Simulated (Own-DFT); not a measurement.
## Calculated data, GaP (zincblende, strongly disordered by large displacements), InAs (zincblende, strongly disordered by large displacements)

A calculation, not a measurement: plane-wave PBE density functional theory by an unreviewed code, no spin, of a simulated periodic cell, stress positive in tension, free energy of the whole cell less one offset for each atom, forces on such cells passed a denser k mesh, this cell's mesh not checked; broken bonds can close the gap or carry spin, so checks made on this kind of crystal may not hold here; offsets are fitted by least squares, one for each functional and potential file, so energies compare only between cells with the same atoms and settings and are not formation energies; the far tail of each file's local potential was reset to the Coulomb form; each entry is a single point on an unrelaxed cell, so the pressure reflects the starting lattice, mostly measured values (interpolated for alloys), from which strain is counted, and rises with the displacements; printed positions are rounded, which can move forces by about a meV/angstrom; the program, named Own-DFT, is a retired in-house code; no spin-orbit coupling. Program: Own-DFT development build.

Common to all runs: functional PBE; potential files PseudoDojo norm-conserving, scalar-relativistic, standard set; wave cutoff 42 hartree; occupations Fermi-Dirac; smearing width 0.1 eV; k mesh 3 x 3 x 3 centred on Gamma.

```json
{"entry": 1, "formula": "GaP", "kind": "zincblende, strongly disordered by large displacements", "structure": {"cell_angstrom": [[10.901, 0.0, 0.0], [0.0, 10.901, 0.0], [0.0, 0.0, 10.901]], "atoms_fractional": [["Ga", 0.0231, 0.99221, 0.00507], ["Ga", 0.00527, 0.23249, 0.2654], ["Ga", 0.26528, 0.97693, 0.22335], ["Ga", 0.22017, 0.25306, 0.00697], ["P", 0.13098, 0.11715, 0.13047], ["P", 0.11448, 0.39961, 0.38542], ["P", 0.36538, 0.12667, 0.37219], ["P", 0.34863, 0.37945, 0.14643], ["Ga", 0.99084, 0.99851, 0.49397], ["Ga", 0.99927, 0.25667, 0.73568], ["Ga", 0.26624, 0.97593, 0.75304], ["Ga", 0.23882, 0.25512, 0.49676], ["P", 0.10842, 0.14065, 0.63395], ["P", 0.10259, 0.35954, 0.87582], ["P", 0.40483, 0.16898, 0.88886], ["P", 0.35348, 0.35408, 0.60534], ["Ga", 0.00469, 0.51902, 0.99066], ["Ga", 0.00701, 0.72332, 0.25509], ["Ga", 0.26219, 0.51315, 0.27752], ["Ga", 0.24383, 0.76435, 0.00308], ["P", 0.1057, 0.62464, 0.13783], ["P", 0.10234, 0.88463, 0.33869], ["P", 0.37414, 0.62102, 0.38316], ["P", 0.38905, 0.86432, 0.12114], ["Ga", 0.98319, 0.53291, 0.51171], ["Ga", 0.97872, 0.75565, 0.76652], ["Ga", 0.26137, 0.50566, 0.75604], ["Ga", 0.23588, 0.78619, 0.5001], ["P", 0.14021, 0.65449, 0.62999], ["P", 0.12481, 0.8939, 0.85785], ["P", 0.37478, 0.62383, 0.83603], ["P", 0.36054, 0.86474, 0.60742], ["Ga", 0.4924, 0.99742, 0.00092], ["Ga", 0.47845, 0.24057, 0.2455], ["Ga", 0.7317, 0.01444, 0.2439], ["Ga", 0.77089, 0.247, 0.99349], ["P", 0.59707, 0.10841, 0.10067], ["P", 0.64392, 0.37453, 0.35893], ["P", 0.86171, 0.11482, 0.41465], ["P", 0.87507, 0.36529, 0.10212], ["Ga", 0.49907, 0.99066, 0.54973], ["Ga", 0.4978, 0.26327, 0.74069], ["Ga", 0.7359, 0.96708, 0.80194], ["Ga", 0.74767, 0.25906, 0.50127], ["P", 0.58926, 0.14091, 0.61819], ["P", 0.62159, 0.39474, 0.88385], ["P", 0.87683, 0.11204, 0.89009], ["P", 0.85158, 0.36812, 0.60566], ["Ga", 0.48057, 0.50126, 0.99905], ["Ga", 0.49012, 0.75619, 0.24942], ["Ga", 0.78705, 0.5111, 0.24345], ["Ga", 0.76336, 0.74578, 0.96049], ["P", 0.60576, 0.61512, 0.11344], ["P", 0.65633, 0.85569, 0.38367], ["P", 0.86755, 0.64411, 0.36952], ["P", 0.90423, 0.88518, 0.10269], ["Ga", 0.47997, 0.50233, 0.51705], ["Ga", 0.50159, 0.77098, 0.74567], ["Ga", 0.77986, 0.50018, 0.72186], ["Ga", 0.75174, 0.75277, 0.49997], ["P", 0.62399, 0.61293, 0.64092], ["P", 0.60536, 0.84219, 0.92081], ["P", 0.90184, 0.62514, 0.88395], ["P", 0.90028, 0.88651, 0.64199]]}, "settings": {"hardware": "one NVIDIA H100"}, "results": {"free_energy_of_cell_above_offsets [eV]": "-4.273", "pressure [GPa]": 8.82, "stress_xx [GPa]": -8.92, "stress_yy [GPa]": -9.65, "stress_zz [GPa]": -7.89, "stress_yz [GPa]": -1.85, "stress_xz [GPa]": -1.52, "stress_xy [GPa]": -0.38, "force_element": ["Ga", "Ga", "Ga", "Ga", "P", "P", "P", "P", "Ga", "Ga", "Ga", "Ga", "P", "P", "P", "P", "Ga", "Ga", "Ga", "Ga", "P", "P", "P", "P", "Ga", "Ga", "Ga", "Ga", "P", "P", "P", "P", "Ga", "Ga", "Ga", "Ga", "P", "P", "P", "P", "Ga", "Ga", "Ga", "Ga", "P", "P", "P", "P", "Ga", "Ga", "Ga", "Ga", "P", "P", "P", "P", "Ga", "Ga", "Ga", "Ga", "P", "P", "P", "P"], "force_x [eV/angstrom]": [1.105, -0.661, -1.459, 2.147, -0.049, -0.551, -0.511, 0.586, 3.039, -3.59, 0.851, -3.151, 3.261, 1.312, -2.787, 2.971, 2.633, -2.517, -3.434, -0.762, 5.28, 1.567, 1.54, -1.094, 1.351, 3.815, -4.177, -3.743, -2.16, -0.524, 2.626, 3.487, -2.918, 1.684, 1.01, -4.156, 4.36, -1.456, -1.34, 2.632, 0.236, 0.261, 0.653, -4.383, 4.331, 1.269, 0.73, 5.696, -1.012, 2.882, -2.86, 1.581, 2.225, -5.246, 0.237, -4.387, 1.605, 0.427, -2.143, 2.016, -0.074, -2.13, -4.443, -3.69], "force_y [eV/angstrom]": [2.872, 1.131, 2.65, 0.375, -0.258, -0.996, -2.026, -0.16, -0.791, 0.844, 3.663, -2.39, -3.633, 2.957, -2.836, 3.799, -4.964, 4.289, -1.947, -1.304, -2.576, 0.422, 4.279, -0.119, -0.81, 0.676, -4.242, -3.086, -1.544, -2.281, 3.228, 1.463, -1.291, 0.79, -0.737, -0.652, 4.732, 0.433, 1.439, 2.382, -0.635, 2.452, 1.606, -2.803, 0.705, -1.371, -0.371, 1.557, -0.488, -2.445, -2.08, -0.997, 1.416, 4.411, -0.899, -3.418, -1.082, -1.485, 1.741, -2.403, 1.914, 1.374, -0.072, -0.411], "force_z [eV/angstrom]": [-1.786, 0.294, 2.43, 0.118, 0.577, -0.036, 0.806, -2.281, 1.209, 1.317, -0.454, -2.726, -2.751, -0.13, 1.468, 3.905, 3.3, 1.155, -2.319, -1.114, -3.38, 2.014, 1.774, -1.843, -0.207, -1.716, -3.304, -4.922, 0.844, 1.867, 4.971, 3.819, -3.047, -0.364, 0.354, -1.196, 4.296, -0.07, -4.277, 3.281, -4.164, 0.537, -1.606, -2.555, 0.639, -1.479, -1.759, 2.105, -0.183, 2.038, -1.443, 3.958, 1.323, -3.761, 1.45, 3.017, -0.573, -0.204, 4.021, 4.975, -1.185, -2.792, -3.72, -0.517], "wall_time [s]": 567.0}}
{"entry": 2, "formula": "InAs", "kind": "zincblende, strongly disordered by large displacements", "structure": {"cell_angstrom": [[12.1166, 0.0, 0.0], [0.0, 12.1166, 0.0], [0.0, 0.0, 12.1166]], "atoms_fractional": [["In", 0.97773, 0.9833, 0.03116], ["In", 0.96303, 0.2681, 0.25072], ["In", 0.24105, 0.03508, 0.20847], ["In", 0.24993, 0.26665, 0.01509], ["As", 0.13429, 0.11477, 0.08545], ["As", 0.10065, 0.39007, 0.36519], ["As", 0.43786, 0.10617, 0.37835], ["As", 0.40576, 0.34029, 0.11264], ["In", 0.99638, 0.98257, 0.49459], ["In", 0.95423, 0.26346, 0.74835], ["In", 0.24093, 0.9907, 0.77281], ["In", 0.22642, 0.26362, 0.48032], ["As", 0.11535, 0.12455, 0.59559], ["As", 0.10817, 0.38054, 0.87693], ["As", 0.36954, 0.14779, 0.86159], ["As", 0.41049, 0.35661, 0.6319], ["In", 0.0244, 0.48051, 0.0449], ["In", 0.98251, 0.78521, 0.24941], ["In", 0.22277, 0.51303, 0.31182], ["In", 0.23219, 0.71942, 0.9635], ["As", 0.16028, 0.60942, 0.17249], ["As", 0.07584, 0.88294, 0.37032], ["As", 0.38153, 0.6303, 0.32006], ["As", 0.3953, 0.89381, 0.18865], ["In", 0.02276, 0.51403, 0.47217], ["In", 0.97353, 0.73592, 0.76346], ["In", 0.25193, 0.47547, 0.7394], ["In", 0.2638, 0.70309, 0.46656], ["As", 0.14232, 0.66385, 0.63692], ["As", 0.16027, 0.85257, 0.85822], ["As", 0.36744, 0.65458, 0.85942], ["As", 0.3649, 0.87462, 0.62708], ["In", 0.48023, 0.0425, 0.95598], ["In", 0.49076, 0.21036, 0.23486], ["In", 0.77489, 0.02866, 0.24835], ["In", 0.77839, 0.26613, 0.00556], ["As", 0.59256, 0.12396, 0.11217], ["As", 0.58266, 0.38569, 0.35272], ["As", 0.85768, 0.15507, 0.34858], ["As", 0.85309, 0.37837, 0.12681], ["In", 0.51179, 0.01898, 0.51892], ["In", 0.50701, 0.22245, 0.76989], ["In", 0.76711, 0.93899, 0.76589], ["In", 0.76152, 0.26184, 0.4863], ["As", 0.62774, 0.16707, 0.6398], ["As", 0.65382, 0.38523, 0.88432], ["As", 0.88431, 0.06515, 0.86642], ["As", 0.85171, 0.37656, 0.62011], ["In", 0.52932, 0.48493, 0.00307], ["In", 0.53431, 0.79132, 0.23521], ["In", 0.73848, 0.51923, 0.22877], ["In", 0.70948, 0.74213, 0.99313], ["As", 0.59258, 0.61649, 0.14462], ["As", 0.66034, 0.81403, 0.36358], ["As", 0.87584, 0.62256, 0.44824], ["As", 0.84751, 0.87272, 0.12045], ["In", 0.51206, 0.45705, 0.50896], ["In", 0.4914, 0.75935, 0.77857], ["In", 0.77009, 0.49142, 0.73424], ["In", 0.76573, 0.75515, 0.49438], ["As", 0.62259, 0.59955, 0.60705], ["As", 0.61072, 0.85889, 0.89571], ["As", 0.87751, 0.62055, 0.87723], ["As", 0.85087, 0.8198, 0.66267]]}, "settings": {"hardware": "one NVIDIA H200"}, "results": {"free_energy_of_cell_above_offsets [eV]": "29.463", "pressure [GPa]": 15.11, "stress_xx [GPa]": -14.56, "stress_yy [GPa]": -14.65, "stress_zz [GPa]": -16.13, "stress_yz [GPa]": 0.89, "stress_xz [GPa]": -0.44, "stress_xy [GPa]": 2.23, "force_element": ["In", "In", "In", "In", "As", "As", "As", "As", "In", "In", "In", "In", "As", "As", "As", "As", "In", "In", "In", "In", "As", "As", "As", "As", "In", "In", "In", "In", "As", "As", "As", "As", "In", "In", "In", "In", "As", "As", "As", "As", "In", "In", "In", "In", "As", "As", "As", "As", "In", "In", "In", "In", "As", "As", "As", "As", "In", "In", "In", "In", "As", "As", "As", "As"], "force_x [eV/angstrom]": [2.482, 4.368, 3.322, -0.73, -4.297, -1.258, -5.376, -0.722, -3.276, 1.87, 2.397, 1.842, -0.352, 0.244, -8.706, -4.228, -0.034, -1.96, 5.271, -1.609, -3.503, 7.0, 2.33, -4.892, 0.495, 6.986, 0.267, -0.379, -0.046, -6.224, 0.48, 0.934, 4.077, -0.75, -4.44, -3.06, 6.049, 3.217, 0.888, 2.228, 1.935, 2.43, -4.585, -3.287, 3.63, 0.09, 0.718, 3.962, -2.406, 0.512, 1.378, 3.696, -0.621, -0.001, 0.631, -2.13, -0.011, 2.198, -3.448, -1.653, 0.387, -2.117, -1.852, -0.36], "force_y [eV/angstrom]": [0.78, 1.733, -2.945, 0.929, 2.189, -7.874, 0.502, 2.72, 3.648, -2.275, 4.547, -0.869, -0.014, -0.849, 0.805, -1.553, 1.584, -4.577, -1.103, -1.561, 4.438, -0.77, 0.207, 3.448, 1.99, -0.495, 1.209, 2.08, -1.845, -0.592, -7.507, 0.072, -5.064, 4.343, -4.247, -5.33, -2.724, -2.125, -1.179, 4.053, -3.447, 4.377, 4.295, 0.462, -2.974, -1.304, 3.464, -1.372, 0.445, -2.626, -0.663, -4.403, 1.467, 4.812, -3.098, -1.835, 3.534, 1.625, 4.306, 1.428, 1.908, 6.028, -2.799, 0.591], "force_z [eV/angstrom]": [-1.916, -2.148, 5.03, -1.896, -2.313, -1.555, -1.111, -0.019, 4.614, 1.109, -4.09, 0.811, 2.02, -0.352, -0.433, 1.943, -0.225, -2.642, 1.65, 6.791, -6.728, -1.173, 0.355, -2.899, 5.629, 1.278, -0.33, 1.635, -0.232, 0.684, 0.325, -0.627, 4.205, 2.108, -3.256, -3.982, -3.68, -3.782, 5.578, 2.346, 4.865, 0.008, 2.802, -0.225, -3.295, -1.855, 0.333, -3.66, -0.494, -1.191, 3.329, 3.123, -1.535, -0.787, -4.532, 0.699, 0.439, -5.591, 3.373, 5.179, 1.396, -1.876, 3.677, -6.902], "wall_time [s]": 1196.0}}
{"entry": 3, "formula": "InAs", "kind": "zincblende, strongly disordered by large displacements", "structure": {"cell_angstrom": [[12.1166, 0.0, 0.0], [0.0, 12.1166, 0.0], [0.0, 0.0, 12.1166]], "atoms_fractional": [["In", 0.98813, 0.96783, 0.02136], ["In", 0.01061, 0.26158, 0.24265], ["In", 0.24379, 0.01351, 0.27303], ["In", 0.22271, 0.2355, 0.98566], ["As", 0.12532, 0.10557, 0.12572], ["As", 0.13014, 0.37854, 0.36892], ["As", 0.40299, 0.08387, 0.34603], ["As", 0.36065, 0.37487, 0.14307], ["In", 0.97744, 0.00276, 0.47084], ["In", 0.99607, 0.2747, 0.74441], ["In", 0.24275, 0.99191, 0.74867], ["In", 0.26045, 0.25279, 0.49594], ["As", 0.13284, 0.15418, 0.59895], ["As", 0.12464, 0.38597, 0.87747], ["As", 0.37721, 0.12159, 0.85711], ["As", 0.38669, 0.38204, 0.64039], ["In", 0.02745, 0.48789, 0.00262], ["In", 0.99311, 0.73644, 0.2324], ["In", 0.22731, 0.50407, 0.23315], ["In", 0.24898, 0.77789, 0.99577], ["As", 0.13605, 0.6524, 0.12518], ["As", 0.1316, 0.85166, 0.35252], ["As", 0.35816, 0.61391, 0.38365], ["As", 0.38233, 0.88185, 0.10816], ["In", 0.99286, 0.49526, 0.5043], ["In", 0.00848, 0.74887, 0.73564], ["In", 0.2584, 0.48064, 0.74778], ["In", 0.23845, 0.74841, 0.50893], ["As", 0.13047, 0.61058, 0.62028], ["As", 0.13467, 0.86949, 0.86112], ["As", 0.3574, 0.59409, 0.85857], ["As", 0.36754, 0.84583, 0.6391], ["In", 0.50655, 0.98845, 0.00592], ["In", 0.50655, 0.23148, 0.2449], ["In", 0.75541, 0.00245, 0.24667], ["In", 0.76643, 0.23965, 8e-05], ["As", 0.62007, 0.11693, 0.12803], ["As", 0.60331, 0.35027, 0.352], ["As", 0.89594, 0.14161, 0.3761], ["As", 0.87139, 0.38609, 0.13364], ["In", 0.50511, 0.01242, 0.51698], ["In", 0.47344, 0.26117, 0.75357], ["In", 0.78012, 0.01602, 0.73751], ["In", 0.75448, 0.28174, 0.49401], ["As", 0.63563, 0.11923, 0.59761], ["As", 0.63786, 0.39063, 0.87038], ["As", 0.90416, 0.12433, 0.84879], ["As", 0.89611, 0.37618, 0.62335], ["In", 0.48414, 0.50642, 0.98702], ["In", 0.50881, 0.75101, 0.26046], ["In", 0.75695, 0.49875, 0.25441], ["In", 0.74092, 0.74714, 0.00148], ["As", 0.60239, 0.62886, 0.13278], ["As", 0.60618, 0.87825, 0.36324], ["As", 0.85457, 0.6485, 0.36145], ["As", 0.88753, 0.84616, 0.12148], ["In", 0.50147, 0.48448, 0.52626], ["In", 0.49405, 0.75472, 0.75014], ["In", 0.79334, 0.48281, 0.74373], ["In", 0.76584, 0.75808, 0.52863], ["As", 0.63345, 0.64393, 0.63675], ["As", 0.63149, 0.88679, 0.88741], ["As", 0.89935, 0.6239, 0.889], ["As", 0.87062, 0.90443, 0.58975]]}, "settings": {"hardware": "one NVIDIA H200"}, "results": {"free_energy_of_cell_above_offsets [eV]": "-6.614", "pressure [GPa]": 7.83, "stress_xx [GPa]": -7.69, "stress_yy [GPa]": -8.0, "stress_zz [GPa]": -7.8, "stress_yz [GPa]": 0.85, "stress_xz [GPa]": -0.1, "stress_xy [GPa]": -1.48, "force_element": ["In", "In", "In", "In", "As", "As", "As", "As", "In", "In", "In", "In", "As", "As", "As", "As", "In", "In", "In", "In", "As", "As", "As", "As", "In", "In", "In", "In", "As", "As", "As", "As", "In", "In", "In", "In", "As", "As", "As", "As", "In", "In", "In", "In", "As", "As", "As", "As", "In", "In", "In", "In", "As", "As", "As", "As", "In", "In", "In", "In", "As", "As", "As", "As"], "force_x [eV/angstrom]": [2.937, 0.055, -2.12, 1.907, -0.985, -0.268, 1.398, 0.911, 5.499, 3.513, 0.917, 2.606, -2.559, 1.17, -0.834, -2.493, -2.323, 1.247, 1.079, 1.221, 0.438, -0.779, 1.071, -1.444, 1.427, -0.615, -3.591, 0.485, -0.607, -2.855, 1.667, -1.2, -0.032, -3.273, 0.357, -0.773, 2.013, 2.988, -3.059, 1.512, -2.757, 4.349, -2.872, -0.595, 2.652, -0.228, 0.325, -2.307, 1.054, -3.371, -2.567, -0.165, 1.67, 2.785, 0.572, -5.122, 1.953, 1.846, -2.891, -2.409, 0.394, 1.182, -0.872, 0.765], "force_y [eV/angstrom]": [3.098, -0.692, -1.957, -0.276, 0.661, 0.215, 1.748, -1.217, -0.967, -2.483, 1.96, 1.278, -2.989, -2.482, -1.198, -1.055, 2.979, -1.227, 0.584, -1.862, -1.655, 1.071, 0.079, -1.103, 2.215, -0.176, -0.199, -0.346, -0.336, 0.321, 4.999, 3.411, 2.387, -0.558, -0.514, 0.308, -0.042, 4.409, 2.656, -1.13, -3.497, -1.827, -0.58, -1.512, 3.142, -1.182, -0.016, -0.874, -1.132, -1.4, 0.555, -1.239, -1.623, 2.137, -0.934, 0.956, 2.833, -1.496, 3.33, -1.738, -2.227, -0.652, 0.229, -1.168], "force_z [eV/angstrom]": [-3.285, -0.497, -1.73, 0.664, -0.361, 0.936, 2.481, -1.971, -0.641, 1.747, -1.873, -2.075, 2.599, -2.428, 2.047, -2.995, 3.08, 3.136, 1.245, -0.163, -1.806, 1.149, -0.156, 2.989, -2.972, 0.066, -1.462, -1.338, 0.616, 0.505, 2.192, -1.978, -1.21, -1.97, 0.8, -0.621, -1.852, 3.551, -2.427, -1.721, -1.398, 1.745, -0.03, -0.685, 2.995, 0.136, 3.072, -3.226, 1.731, -0.554, 0.286, -0.023, -1.505, 2.568, 1.733, 0.323, -3.234, 2.85, 2.869, -2.47, 0.114, -2.723, -0.842, 3.997], "wall_time [s]": 1330.0}}
```
